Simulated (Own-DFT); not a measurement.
# Computed records: Hf36O71 (tetragonal hafnia with one neutral oxygen vacancy, atoms displaced)

Computed with Own-DFT development build. A calculation, not a measurement: plane-wave PBE and HSE06 DFT by an unreviewed code, no spin, of a simulated cell at Gamma alone, so results move with cell size and shape, stress positive in tension, energies less offsets, not probed for a lower state with spin; hafnium file: forces about 75 meV/angstrom off all-electron values; oxygen file: force components 24 meV/angstrom off all-electron in a glass; k mesh not checked against a denser one; forces and stress are PBE's, HSE06 gives the energy alone, and its difference from PBE has offsets of its own; offsets are fitted by least squares, one for each functional and potential file, so energies compare only between cells with the same atoms and settings and are not formation energies; the far tail of each file's local potential was reset to the Coulomb form; each entry is a single point on an unrelaxed cell, so the pressure reflects the starting lattice, taken from the Materials Project, from which strain is counted, and rises with the displacements; printed positions are rounded, which can move forces by about a meV/angstrom; the program is a retired in-house code; no spin-orbit coupling.

Entry: Hf36O71 (tetragonal hafnia with one neutral oxygen vacancy, atoms displaced)

```
CELL_PARAMETERS angstrom
10.78000 0.00000 0.00000
0.00000 10.78000 0.00000
0.00000 0.00000 10.44930
ATOMIC_POSITIONS crystal
Hf 0.99832 0.00295 0.99588
Hf 0.16792 0.16710 0.24715
O 0.99846 0.16008 0.15836
O 0.17288 0.99292 0.35259
O 0.98230 0.15982 0.40229
O 0.16675 0.00365 0.10941
Hf 0.00863 0.99748 0.50103
Hf 0.18400 0.17955 0.74672
O 0.01138 0.16117 0.65502
O 0.16619 0.00275 0.84167
O 0.01019 0.17090 0.89665
O 0.16139 0.01223 0.60411
Hf 0.00468 0.34017 0.01355
Hf 0.16578 0.50592 0.25334
O 0.99635 0.49100 0.14643
O 0.17409 0.32423 0.34606
O 0.01045 0.49801 0.38563
O 0.16867 0.32892 0.08974
Hf 0.99107 0.33190 0.49313
Hf 0.15521 0.49426 0.75355
O 0.00900 0.50736 0.65201
O 0.16426 0.33650 0.84169
O 0.00627 0.50076 0.91099
O 0.17264 0.32757 0.60836
Hf 0.01472 0.66141 0.99168
Hf 0.17289 0.84760 0.25174
O 0.99630 0.83857 0.16144
O 0.00509 0.83366 0.39647
O 0.17222 0.68253 0.08763
Hf 0.99838 0.68059 0.50641
Hf 0.17274 0.83339 0.75969
O 0.97973 0.82551 0.65703
O 0.16821 0.66749 0.83698
O 0.99641 0.83401 0.90264
O 0.16203 0.66126 0.60906
Hf 0.33412 0.00565 0.00086
Hf 0.50242 0.16885 0.24223
O 0.33487 0.17404 0.16302
O 0.50506 0.99992 0.34353
O 0.33788 0.15797 0.39708
O 0.51326 0.99827 0.09529
Hf 0.32851 0.99992 0.50247
Hf 0.50537 0.16568 0.76397
O 0.33389 0.17303 0.65866
O 0.49753 0.01494 0.83464
O 0.33457 0.16591 0.89792
O 0.50144 0.00886 0.59693
Hf 0.32199 0.33409 0.00184
Hf 0.50373 0.50160 0.24014
O 0.32194 0.50727 0.15174
O 0.49630 0.33609 0.35446
O 0.31167 0.49409 0.39814
O 0.49565 0.33503 0.09166
Hf 0.33359 0.33250 0.50601
Hf 0.49878 0.51109 0.74694
O 0.32563 0.48293 0.66167
O 0.50221 0.34082 0.84585
O 0.32509 0.49823 0.90197
O 0.49634 0.32372 0.59593
Hf 0.32807 0.66593 0.99418
Hf 0.50825 0.83801 0.24610
O 0.33048 0.84384 0.16144
O 0.50663 0.65821 0.34902
O 0.34676 0.82772 0.40664
O 0.49566 0.66765 0.10792
Hf 0.34460 0.66874 0.49939
Hf 0.49755 0.83818 0.74061
O 0.33319 0.83492 0.64056
O 0.49602 0.66224 0.83140
O 0.33850 0.83519 0.90828
O 0.49943 0.68170 0.59933
Hf 0.65699 0.99573 0.00282
Hf 0.82378 0.17593 0.25278
O 0.66687 0.17011 0.15510
O 0.83288 0.00348 0.34796
O 0.67069 0.16165 0.41309
O 0.83975 0.99728 0.11455
Hf 0.67393 0.01744 0.50385
Hf 0.83876 0.18044 0.74364
O 0.65812 0.16750 0.65700
O 0.83942 0.99981 0.84428
O 0.65892 0.15853 0.89593
O 0.81122 0.00788 0.58978
Hf 0.65268 0.33006 0.00513
Hf 0.82371 0.48925 0.24327
O 0.66680 0.49341 0.16151
O 0.82621 0.34389 0.34328
O 0.67121 0.50831 0.39258
O 0.82621 0.32276 0.10626
Hf 0.67168 0.33679 0.50723
Hf 0.83767 0.50285 0.73865
O 0.67092 0.49919 0.65779
O 0.84200 0.32829 0.84683
O 0.67112 0.48916 0.90299
O 0.84124 0.32856 0.61551
Hf 0.65978 0.67029 0.00014
Hf 0.83687 0.83546 0.25375
O 0.67026 0.83337 0.13908
O 0.83658 0.66006 0.36047
O 0.67657 0.82465 0.39336
O 0.83390 0.66780 0.08507
Hf 0.65476 0.66212 0.49861
Hf 0.83338 0.82945 0.74753
O 0.65759 0.83703 0.65391
O 0.83659 0.68743 0.84487
O 0.67752 0.83767 0.88713
O 0.83152 0.66928 0.59419
```

* first functional: PBE
* second functional: HSE06
* exact exchange share: 0.25
* screening: 0.11 1/bohr
* exchange divergence: Gygi-Baldereschi
* potential files: PseudoDojo norm-conserving, scalar-relativistic, made for PBE, standard set
* wave cutoff: 48 hartree
* occupations: fixed
* k mesh: 1 x 1 x 1 centred on Gamma
* PBE energy of cell above offsets: -85.686 eV
* HSE06 less PBE above offsets: 0.602 eV
* PBE pressure: 6.2 GPa
* PBE stress xx: -7.75 GPa
* PBE stress yy: -4.5 GPa
* PBE stress zz: -6.37 GPa
* PBE stress yz: 0.5 GPa
* PBE stress xz: 1.29 GPa
* PBE stress xy: 0.13 GPa

Force:
```tsv
element	x (eV/Å)	y (eV/Å)	z (eV/Å)
Hf	-1.504	0.58	-0.104
Hf	-0.679	-0.688	1.127
O	0.193	1.361	-0.132
O	-0.452	2.927	1.833
O	0.865	1.806	0.732
O	0.986	0.194	-1.716
Hf	-2.446	0.978	0.188
Hf	-4.221	-1.86	0.915
O	-1.985	0.567	-0.949
O	1.064	-0.803	1.369
O	-0.422	-0.027	1.93
O	1.536	-1.69	-0.901
Hf	-2.908	-2.42	-1.973
Hf	-0.706	0.206	2
O	0.757	0.364	0.035
O	-1.11	0.249	-0.138
O	-0.003	-0.584	2.224
O	-0.658	-0.517	1.929
Hf	3.206	-0.167	-0.246
Hf	3.045	0.909	-1.01
O	-3.622	-0.94	-1.193
O	0.487	-0.204	2.658
O	-0.058	-0.775	-2.146
O	-2.303	0.472	-1.836
Hf	-3.259	3.157	1.468
Hf	-2.306	-3.554	-1.026
O	2.205	-0.463	-0.781
O	0.325	0.41	1.422
O	-0.59	-0.615	0.745
Hf	-0.098	-1.607	-1.311
Hf	-1.315	1.07	-1.708
O	6.212	1.052	-3.138
O	0.125	-0.182	2.352
O	1.851	-0.264	0.34
O	1.419	1.339	-2.07
Hf	-1.446	-0.691	0.255
Hf	-1.08	-0.121	3.657
O	0.448	-0.478	-2.529
O	0.004	0.318	-1.221
O	-0.23	0.563	1.145
O	-5.226	0.452	1.462
Hf	1.762	0.395	0.088
Hf	-0.267	5.165	-4.188
O	2.521	-0.695	-1.87
O	-0.876	-7.189	3.894
O	-0.354	0.775	1.766
O	-1.549	-0.689	-0.19
Hf	2.292	0.611	-2.073
Hf	-2.374	-0.345	2.173
O	1.853	-0.476	-0.874
O	0.87	0.043	-1.614
O	0.84	1.574	1.139
O	-1.358	0.104	1.527
Hf	-0.278	-0.465	-0.996
Hf	-0.894	-5.081	-0.506
O	1.941	1.293	-0.745
O	-0.126	0.207	0.676
O	0.348	0.677	0.829
O	2.077	1.388	-0.552
Hf	0.871	-1.07	0.801
Hf	0.004	-0.487	1.705
O	2.494	0.383	-1.206
O	-0.92	0.471	0.345
O	-0.48	0.853	-0.572
O	0.229	-0.249	-1.7
Hf	-3.662	-0.96	-0.939
Hf	1.321	1.479	-0.289
O	-0.995	0.067	1.597
O	0.116	2.896	3.069
O	-0.133	0.515	-0.762
O	-0.295	-1.76	0.465
Hf	6.97	-0.554	-3.117
Hf	2.579	-3.249	-0.229
O	-1.328	-0.023	-0.824
O	-0.39	-0.548	0.027
O	0.338	6.351	-3.127
O	-1.644	0.698	-2.233
Hf	-6.172	-5.67	-1.542
Hf	0.8	-4.145	1.721
O	2.308	1.352	-0.862
O	0.511	1.166	0.118
O	0.355	1.543	2.08
O	8.506	-0.298	3.672
Hf	2.552	-0.576	-2.823
Hf	3.438	5.001	0.569
O	-1.801	0.021	-3.043
O	0.288	-2.68	3.556
O	-0.605	-2.403	1.634
O	0.537	0.793	-0.844
Hf	-2.826	-0.582	-0.197
Hf	0.057	0.837	2.623
O	-0.885	-0.229	-1.66
O	-0.12	2.425	0.811
O	0.074	2.253	0.711
O	-0.765	1.441	-2.915
Hf	2.939	0.825	-0.847
Hf	-0.62	-0.184	0.299
O	-0.805	-0.498	0.244
O	0.701	0.008	-1.933
O	-1.303	0.412	0.506
O	-0.601	-0.757	0.233
Hf	3.58	2.477	-1.696
Hf	-4.313	3.967	0.674
O	0.653	-0.654	-0.688
O	0.067	-6.49	1.031
O	-2.985	-0.474	2.529
O	-1.162	-1.308	0.884
```
